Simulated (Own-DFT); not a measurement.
# Hybrid less PBE against volume: corundum Al2O3, 78 atoms (Al32O46), with two O vacancies

These are calculations. Each geometry was run twice at fixed positions with Own-DFT, a retired in-house plane-wave program that no person has reviewed: with PBE, and with HSE06 (exact exchange share 0.25 at short range, screening 0.11 per bohr, Gygi-Baldereschi treatment of its divergence). Both used PseudoDojo norm-conserving files made for PBE, a cutoff of 48 hartree, the Gamma point alone, fixed occupations, a neutral cell and no spin. The unstrained cell is 7.9 Å across at its thinnest, so Gamma alone is coarse and defects feel their images. The oxygen file's force components were 24 meV/Å off all-electron values in a glass.

Unstrained cell vectors in Å: (5.494, 0.000, 8.660); (-2.747, 4.758, 8.660); (-2.747, -4.758, 8.660), volume V0 = 679.1 Å³, from measured lattice constants. Each geometry has its own random strain of a few per cent, its own defect sites and random moves of rms u per axis. HSE06 gave the energy alone. D is its energy less that of PBE, over the lowest D shown. The PBE stress wasn't checked against mesh or cutoff.

```
run  V - V0 (Å³)   u (Å)  P with PBE (GPa)  D (eV)
  1          3.7  0.0292              6.22   1.071
  2         28.3  0.0302             -2.05   2.041
  3         -9.3  0.0508             12.87   0.767
  4         -9.1  0.0442             11.55   0.671
  5         -5.8  0.0473             11.70   0.767
  6        -26.8  0.0501             20.23   0.000
  7        -16.3  0.0518             16.28   0.455
  8        -12.3  0.0459             14.09   0.521
  9          0.3  0.0481              9.11   1.034
 10         21.4  0.0535              1.35   1.953
 11          8.0  0.0295              4.30   1.246
 12        -24.6  0.0474             19.22   0.059
 13         -5.7  0.0490             10.92       ?
```

## Fit

D = 0.84 + 0.0397 (V - V0) + 93 u² eV, with an error of 0.0006 on the volume slope, 14 on the last term and a scatter of 0.03 eV. Pressure is -dE/dV, and 1 eV/Å³ is 160.2 GPa, so HSE06 changes the pressure by -6.4 ± 0.1 GPa. With the ions held to the strained lattice, the PBE pressure falls by 263 ± 8 GPa per unit of volume strain; the shape of the strain isn't fitted, so the true error is larger, and a relaxed crystal would be softer. On that slope HSE06's volume at a given pressure is about 2.4 % smaller, or 0.8 % in lengths. At u = 0 and V0 the PBE pressure is 7.1 GPa, which puts the zero-pressure volume, against the measured cell and with the defects in, at +2.7 % for PBE and +0.3 % for HSE06, each good to a few tenths of a per cent.

## The run left out

Q: what D should run 13 give?

The fitted form gives 0.83 eV, with rows scattering by 0.03. Computed: 0.847 eV.
